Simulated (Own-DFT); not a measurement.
GaP (zincblende, atoms displaced) (calculated)

Computed with Own-DFT development build. A calculation, not a measurement: plane-wave PBE density functional theory by an unreviewed code, no spin, of a simulated periodic cell, stress positive in tension, free energy of the whole cell less one offset for each atom, forces on such cells passed a denser k mesh, this cell's mesh not checked; offsets are fitted by least squares, one for each functional and potential file, so energies compare only between cells with the same atoms and settings and are not formation energies; the far tail of each file's local potential was reset to the Coulomb form; each entry is a single point on an unrelaxed cell, so the pressure reflects the starting lattice, mostly measured values (interpolated for alloys), from which strain is counted, and rises with the displacements; printed positions are rounded, which can move forces by about a meV/angstrom; the program, named Own-DFT, is a retired in-house code; no spin-orbit coupling.

Common to all runs: functional PBE; potential files PseudoDojo norm-conserving, scalar-relativistic, standard set; wave cutoff 42 hartree; occupations Fermi-Dirac; smearing width 0.1 eV; k mesh 2 x 3 x 3 centred on Gamma.

(1) GaP (zincblende, atoms displaced)

```
cell vectors (Å)
  16.3515     0.0000     0.0000
   0.0000    10.9010     0.0000
   0.0000     0.0000    10.9010
atoms (fractions of the cell vectors)
Ga  0.99730  0.99947  0.99861
Ga  0.99563  0.24922  0.25197
Ga  0.16380  0.99529  0.25071
Ga  0.16790  0.24746  0.00538
P   0.08600  0.12857  0.12715
P   0.08531  0.37375  0.38130
P   0.25357  0.12012  0.36971
P   0.24871  0.37632  0.11709
Ga  0.99787  0.00043  0.50242
Ga  0.99712  0.25652  0.75140
Ga  0.16380  0.00306  0.74861
Ga  0.17228  0.25414  0.50633
P   0.08082  0.12042  0.62540
P   0.08241  0.37849  0.87029
P   0.25384  0.11663  0.87299
P   0.24756  0.37916  0.61994
Ga  0.99983  0.49946  0.99777
Ga  0.99990  0.74411  0.25515
Ga  0.16926  0.50013  0.24879
Ga  0.16424  0.75123  0.00106
P   0.07654  0.63263  0.12827
P   0.08112  0.87285  0.37611
P   0.25236  0.62139  0.37526
P   0.25260  0.87375  0.12660
Ga  0.00338  0.49805  0.50985
Ga  0.99876  0.74252  0.74467
Ga  0.16885  0.50650  0.75114
Ga  0.15885  0.74552  0.49200
P   0.08260  0.62236  0.61598
P   0.08247  0.87210  0.87714
P   0.24555  0.62558  0.87768
P   0.25221  0.88062  0.62305
Ga  0.33223  0.00266  0.99975
Ga  0.33291  0.24533  0.25434
Ga  0.49911  0.99940  0.24788
Ga  0.50309  0.24523  0.99842
P   0.41717  0.12636  0.11334
P   0.41999  0.37743  0.37352
P   0.58645  0.12915  0.37612
P   0.58552  0.37922  0.13065
Ga  0.33561  0.99644  0.49649
Ga  0.33392  0.25457  0.75093
Ga  0.49592  0.00099  0.74122
Ga  0.49939  0.25142  0.49679
P   0.41768  0.12587  0.62184
P   0.41100  0.37293  0.87608
P   0.58719  0.12222  0.87551
P   0.57980  0.36800  0.62433
Ga  0.33665  0.49462  0.01243
Ga  0.33413  0.74519  0.24135
Ga  0.50422  0.49935  0.24666
Ga  0.49754  0.75051  0.00089
P   0.41685  0.62547  0.12317
P   0.41957  0.87120  0.37297
P   0.58651  0.62706  0.37999
P   0.58348  0.87518  0.13035
Ga  0.33442  0.50068  0.49729
Ga  0.33486  0.75265  0.74809
Ga  0.49996  0.50003  0.74646
Ga  0.50170  0.74395  0.50276
P   0.41511  0.62762  0.62469
P   0.41931  0.87774  0.88097
P   0.58102  0.62772  0.87637
P   0.58595  0.87985  0.62021
Ga  0.66264  0.99897  0.99560
Ga  0.66237  0.25341  0.25127
Ga  0.83509  0.00250  0.25091
Ga  0.83690  0.25721  0.00531
P   0.75048  0.12585  0.12250
P   0.74656  0.37554  0.37284
P   0.91815  0.12521  0.37639
P   0.91825  0.37637  0.13177
Ga  0.67094  0.00340  0.49712
Ga  0.66579  0.24875  0.74514
Ga  0.83368  0.99692  0.74618
Ga  0.83763  0.24700  0.50172
P   0.74718  0.13077  0.62758
P   0.75103  0.38041  0.87937
P   0.91811  0.12387  0.88051
P   0.91676  0.37442  0.62061
Ga  0.66623  0.49929  0.99807
Ga  0.66431  0.74935  0.24877
Ga  0.83816  0.49464  0.24723
Ga  0.83729  0.74291  0.99980
P   0.74951  0.62439  0.12775
P   0.75079  0.87433  0.36849
P   0.91292  0.63042  0.37445
P   0.91382  0.87754  0.12552
Ga  0.66902  0.50019  0.50447
Ga  0.66568  0.75861  0.74230
Ga  0.83470  0.50433  0.75593
Ga  0.83279  0.74930  0.50255
P   0.75210  0.61883  0.62680
P   0.74536  0.87795  0.87734
P   0.91829  0.62456  0.88683
P   0.91631  0.87203  0.62659
```

```
free energy of cell above offsets : -50.730 eV
pressure                          : 3.14 GPa
stress xx                         : -3.14 GPa
stress yy                         : -3.19 GPa
stress zz                         : -3.08 GPa
stress yz                         : -0.06 GPa
stress xz                         : 0.13 GPa
stress xy                         : 0.2 GPa
```

Force:
| element | x (eV/Å) | y (eV/Å) | z (eV/Å) |
| --- | --- | --- | --- |
| Ga | 0.726 | -0.197 | 0.559 |
| Ga | 1.356 | 0.156 | 0.307 |
| Ga | 0.449 | 0.17 | -0.092 |
| Ga | 0.022 | -0.054 | -1.391 |
| P | -0.954 | -0.607 | 0.106 |
| P | -0.195 | -0.036 | -0.671 |
| P | -0.865 | 0.028 | 0.9 |
| P | 0.099 | -0.478 | 1.585 |
| Ga | 0.215 | -0.349 | -0.136 |
| Ga | 0.171 | -0.858 | -0.082 |
| Ga | 0.321 | -0.687 | 0.283 |
| Ga | -0.971 | -1.444 | -1.021 |
| P | 0.248 | 1.174 | 0.013 |
| P | 0.53 | -0.276 | 0.504 |
| P | -1.046 | 1.26 | -0.251 |
| P | 1.126 | 0.368 | 1.252 |
| Ga | 0.599 | -0.33 | 0.832 |
| Ga | -0.911 | 1.2 | -0.101 |
| Ga | -0.719 | 0.022 | -0.041 |
| Ga | 0.105 | 0.029 | 0.331 |
| P | 1.381 | -1.293 | -0.547 |
| P | -0.395 | 0.53 | -0.258 |
| P | -0.382 | 0.653 | -0.429 |
| P | -0.648 | 0.173 | -0.346 |
| Ga | -0.979 | -0.279 | -1.773 |
| Ga | 0.368 | 0.308 | 0.735 |
| Ga | -0.496 | -0.362 | -0.404 |
| Ga | 1.73 | 0.442 | 0.404 |
| P | 0.483 | 0.486 | 1.642 |
| P | -0.273 | 0.25 | -0.692 |
| P | 1.366 | 0.176 | 0.295 |
| P | -0.908 | -0.834 | -0.1 |
| Ga | 0.269 | -0.742 | 0.15 |
| Ga | 0.505 | 0.69 | -1.034 |
| Ga | 0.024 | 0.568 | 0.233 |
| Ga | 0.126 | 0.904 | -0.256 |
| P | -0.064 | -0.079 | 1.527 |
| P | -0.526 | -0.093 | -0.253 |
| P | -0.853 | -0.601 | -0.17 |
| P | -0.364 | -0.565 | -1.396 |
| Ga | 0.171 | 0.123 | -0.113 |
| Ga | -0.589 | -0.645 | -0.583 |
| Ga | 0.835 | -0.214 | 0.907 |
| Ga | 0.055 | -0.463 | -0.104 |
| P | -0.652 | 0.455 | -0.21 |
| P | 1.474 | 0.492 | 0.213 |
| P | -1.004 | 0.429 | -0.958 |
| P | 0.527 | 0.969 | 0.062 |
| Ga | -0.411 | 0.614 | -1.453 |
| Ga | -0.056 | 0.358 | 1.165 |
| Ga | -0.408 | 0.768 | 0.691 |
| Ga | 0.676 | 0.143 | 0.133 |
| P | 0.604 | -0.403 | 0.307 |
| P | -0.229 | -0.253 | -0.043 |
| P | -0.244 | -0.569 | -0.33 |
| P | -0.25 | -0.082 | -0.817 |
| Ga | 0.241 | -0.153 | 0.167 |
| Ga | -0.484 | 0.238 | 0.675 |
| Ga | -0.324 | -0.097 | 0.58 |
| Ga | -0.012 | 0.777 | -0.203 |
| P | 0.167 | -0.497 | 0.052 |
| P | -0.512 | -0.011 | -0.887 |
| P | 0.336 | -0.089 | -0.537 |
| P | -0.694 | 0.008 | -0.264 |
| Ga | 0.625 | -0.087 | 1.159 |
| Ga | 1.034 | -0.509 | -0.279 |
| Ga | -0.475 | 0.1 | -0.271 |
| Ga | -0.548 | -0.652 | -0.303 |
| P | -0.367 | 0.224 | 0.267 |
| P | 1.063 | -0.169 | 0.366 |
| P | -0.275 | -0.403 | 0.052 |
| P | 0.624 | -0.148 | -1.017 |
| Ga | -0.032 | -0.151 | -0.261 |
| Ga | -0.025 | 0.651 | 1.165 |
| Ga | -0.481 | 0.517 | 0.812 |
| Ga | -1.2 | 0.361 | -0.425 |
| P | 1.275 | -0.778 | -0.556 |
| P | -0.018 | -0.81 | -0.666 |
| P | -0.623 | 0.656 | -0.87 |
| P | -0.327 | 0.46 | 0.955 |
| Ga | -0.079 | 0.627 | 0.321 |
| Ga | 0.491 | -0.04 | 0.183 |
| Ga | -1.351 | 0.928 | 0.907 |
| Ga | -1.489 | 1.292 | 0.69 |
| P | 0.248 | -0.252 | -0.298 |
| P | 0.043 | 0.085 | 0.755 |
| P | 0.605 | -1.189 | 0.577 |
| P | 0.67 | -0.461 | 0.15 |
| Ga | -0.406 | -0.529 | -0.201 |
| Ga | 0.262 | -0.86 | 0.733 |
| Ga | 0.235 | -0.443 | -0.049 |
| Ga | -0.485 | 0.169 | -0.3 |
| P | -0.23 | 1.013 | 0.274 |
| P | 1.192 | -0.793 | -0.432 |
| P | 0.192 | -0.184 | -1.899 |
| P | -0.041 | 0.051 | -0.204 |

(2) GaP (zincblende, atoms displaced)

```
cell vectors (Å)
  16.3515     0.0000     0.0000
   0.0000    10.9010     0.0000
   0.0000     0.0000    10.9010
atoms (fractions of the cell vectors)
Ga  0.99966  0.00015  0.00028
Ga  0.99765  0.25078  0.24568
Ga  0.16828  0.00285  0.24892
Ga  0.16309  0.25042  0.99449
P   0.08493  0.11838  0.12754
P   0.08670  0.37834  0.37951
P   0.24562  0.12141  0.37526
P   0.25275  0.37438  0.13273
Ga  0.99592  0.98881  0.50235
Ga  0.99372  0.25222  0.75149
Ga  0.17137  0.99573  0.73554
Ga  0.16502  0.25087  0.49728
P   0.08569  0.12328  0.62440
P   0.08356  0.37512  0.87533
P   0.25137  0.12634  0.87604
P   0.24924  0.37948  0.61959
Ga  0.00050  0.49679  0.99888
Ga  0.00359  0.73936  0.25423
Ga  0.17058  0.49855  0.23968
Ga  0.16547  0.75543  0.00494
P   0.08318  0.62040  0.12279
P   0.08249  0.87722  0.37061
P   0.25200  0.61870  0.37741
P   0.25164  0.87934  0.12399
Ga  0.00377  0.49277  0.49869
Ga  0.00233  0.75831  0.74710
Ga  0.16256  0.50674  0.75588
Ga  0.16965  0.75246  0.48842
P   0.08485  0.62638  0.63069
P   0.07713  0.87619  0.87640
P   0.24693  0.61882  0.86965
P   0.25228  0.88097  0.61749
Ga  0.32988  0.00289  0.00245
Ga  0.32953  0.24818  0.25149
Ga  0.50128  0.00289  0.24431
Ga  0.49709  0.24847  0.00050
P   0.41915  0.13297  0.12374
P   0.41796  0.37036  0.36832
P   0.58818  0.12830  0.37271
P   0.58212  0.37748  0.13320
Ga  0.33091  0.00272  0.49968
Ga  0.32987  0.25083  0.75051
Ga  0.49926  0.00555  0.74247
Ga  0.49643  0.24711  0.49895
P   0.41739  0.12520  0.62700
P   0.42341  0.37810  0.87424
P   0.57693  0.12894  0.87555
P   0.58822  0.37472  0.62019
Ga  0.33491  0.48392  0.00890
Ga  0.33323  0.74981  0.24620
Ga  0.50177  0.50294  0.24762
Ga  0.49679  0.74179  0.00166
P   0.41514  0.62403  0.12976
P   0.41743  0.87159  0.37419
P   0.58139  0.62652  0.37546
P   0.58167  0.86930  0.12230
Ga  0.33790  0.49989  0.49697
Ga  0.33276  0.75571  0.75168
Ga  0.49924  0.49498  0.75587
Ga  0.50025  0.75000  0.49558
P   0.42173  0.62963  0.62093
P   0.41586  0.87198  0.87681
P   0.58070  0.62092  0.86880
P   0.58308  0.88129  0.62982
Ga  0.66967  0.99307  0.00990
Ga  0.66214  0.24695  0.24677
Ga  0.83508  0.00256  0.24813
Ga  0.83417  0.24800  0.99775
P   0.74833  0.13310  0.11521
P   0.74911  0.37549  0.38067
P   0.91349  0.12507  0.37167
P   0.91154  0.37518  0.12681
Ga  0.67146  0.00016  0.50542
Ga  0.66680  0.24728  0.75042
Ga  0.83304  0.99706  0.74820
Ga  0.83663  0.24723  0.50146
P   0.74646  0.12458  0.62723
P   0.74858  0.38186  0.87699
P   0.91439  0.12681  0.86603
P   0.91833  0.37476  0.63048
Ga  0.66423  0.51038  0.01014
Ga  0.66577  0.75757  0.25130
Ga  0.83706  0.49684  0.24756
Ga  0.83564  0.74917  0.99353
P   0.74391  0.62989  0.12391
P   0.74860  0.87227  0.37588
P   0.91695  0.62295  0.38311
P   0.91343  0.88100  0.12116
Ga  0.67284  0.48995  0.49339
Ga  0.66591  0.75803  0.75444
Ga  0.83735  0.50444  0.74410
Ga  0.83418  0.75912  0.50110
P   0.75032  0.62518  0.62580
P   0.75007  0.87562  0.87537
P   0.91949  0.62839  0.87686
P   0.91713  0.86844  0.61611
```

```
free energy of cell above offsets : -49.708 eV
pressure                          : 3.32 GPa
stress xx                         : -3.33 GPa
stress yy                         : -3.34 GPa
stress zz                         : -3.28 GPa
stress yz                         : -0.13 GPa
stress xz                         : 0.26 GPa
stress xy                         : 0.18 GPa
```

Force:
| element | x (eV/Å) | y (eV/Å) | z (eV/Å) |
| --- | --- | --- | --- |
| Ga | -0.465 | 0.521 | -0.195 |
| Ga | 0.559 | 0.035 | 0.568 |
| Ga | -0.168 | -0.748 | 0.088 |
| Ga | 0.582 | -0.309 | 0.843 |
| P | -0.511 | 1.117 | -0.618 |
| P | -0.202 | -0.493 | -1.679 |
| P | 0.664 | 0.621 | 0.07 |
| P | -0.873 | -1.157 | -1.174 |
| Ga | 0.963 | 1.624 | -0.799 |
| Ga | 1.583 | -0.4 | -0.136 |
| Ga | -0.868 | 0.584 | 1.677 |
| Ga | 0.306 | -0.165 | 0.512 |
| P | -1.1 | 0.204 | -0.116 |
| P | -0.615 | -0.175 | -0.31 |
| P | -0.679 | -0.255 | -0.378 |
| P | -0.116 | -0.13 | 0.66 |
| Ga | -0.41 | 0.056 | 0.143 |
| Ga | -0.742 | 0.643 | -0.294 |
| Ga | -0.629 | 0.567 | 1.348 |
| Ga | 0.03 | -0.548 | -0.856 |
| P | 0.233 | 0.236 | 0.046 |
| P | 0.145 | -0.258 | -0.016 |
| P | -0.133 | 0.561 | -0.978 |
| P | -0.443 | -0.422 | 0.431 |
| Ga | -0.378 | 0.901 | 0.891 |
| Ga | -0.377 | -1.026 | 0.083 |
| Ga | 0.265 | -1.007 | -0.909 |
| Ga | -0.357 | -0.256 | 0.835 |
| P | -0.287 | 0.455 | -1.216 |
| P | 1.646 | 0.465 | -0.314 |
| P | 1.149 | 0.974 | 1.613 |
| P | 0.007 | -1.58 | 0.129 |
| Ga | 1.205 | 0.14 | -0.373 |
| Ga | 0.61 | -0.534 | 0.422 |
| Ga | 0.094 | -0.134 | 0.572 |
| Ga | 0.931 | 0.913 | -0.015 |
| P | -1.223 | -1.01 | 0.475 |
| P | -0.199 | 0.411 | 0.397 |
| P | -0.936 | -1.148 | 0.722 |
| P | 0.014 | -0.185 | -1.295 |
| Ga | 1.1 | 0.219 | -0.537 |
| Ga | 0.544 | 0.579 | -0.226 |
| Ga | -0.06 | -0.541 | 1.297 |
| Ga | 0.912 | 0.37 | -0.074 |
| P | -1.027 | 0.353 | -0.577 |
| P | -1.865 | -1.091 | 0.559 |
| P | 1.206 | -0.836 | 0.148 |
| P | -0.997 | -0.247 | 0.381 |
| Ga | 0.331 | 1.507 | -1.128 |
| Ga | -0.23 | -0.021 | 0.713 |
| Ga | -0.38 | 0.021 | 0.669 |
| Ga | 0.238 | 0.087 | -0.594 |
| P | -0.159 | -0.456 | -0.59 |
| P | -0.308 | 0.967 | -0.346 |
| P | 1.006 | -0.323 | -0.039 |
| P | -0.194 | 0.384 | 0.101 |
| Ga | 0.376 | -0.199 | 0.344 |
| Ga | -0.054 | -0.8 | -0.462 |
| Ga | 0.818 | 0.698 | -1.984 |
| Ga | 0.54 | 0.461 | 0.515 |
| P | -0.824 | -0.581 | 0.859 |
| P | 0.14 | 0.845 | 0.111 |
| P | 0.525 | 0.752 | 0.928 |
| P | 0.086 | -0.595 | -0.935 |
| Ga | -0.769 | 0.61 | -1.053 |
| Ga | 1.106 | 0.731 | 0.109 |
| Ga | -1.17 | 0.01 | -0.22 |
| Ga | -0.315 | 0.718 | -0.825 |
| P | 0.111 | -0.784 | 1.301 |
| P | 1.521 | -1.45 | -1.939 |
| P | 0.913 | -0.161 | 0.528 |
| P | 1.196 | -0.479 | -0.933 |
| Ga | -0.879 | -0.178 | -0.671 |
| Ga | -0.358 | 0.648 | 0.615 |
| Ga | -0.179 | -0.017 | -0.455 |
| Ga | -0.673 | 0.282 | 0.327 |
| P | 1.355 | 0.149 | 0.064 |
| P | 0.239 | -0.122 | -0.093 |
| P | 0.194 | -0.619 | 1.183 |
| P | -0.179 | 0.175 | -1.206 |
| Ga | -0.549 | -1.159 | -1.159 |
| Ga | -0.424 | -0.851 | 0.143 |
| Ga | -1.385 | 1.063 | 0.926 |
| Ga | -0.622 | 0.096 | 0.724 |
| P | 1.797 | 0.441 | 0.765 |
| P | 0.534 | 0.927 | -0.179 |
| P | -0.026 | -0.096 | -0.555 |
| P | 0.644 | -1.118 | 0.437 |
| Ga | -1.419 | 2.04 | 1.188 |
| Ga | -0.164 | -0.894 | -0.426 |
| Ga | -0.644 | 0.065 | 0.967 |
| Ga | -1.015 | -1.751 | -0.559 |
| P | -0.186 | 0.558 | -0.339 |
| P | 0.309 | 0.1 | 0.147 |
| P | 0.237 | -0.342 | -0.705 |
| P | -0.203 | 0.766 | 1.907 |
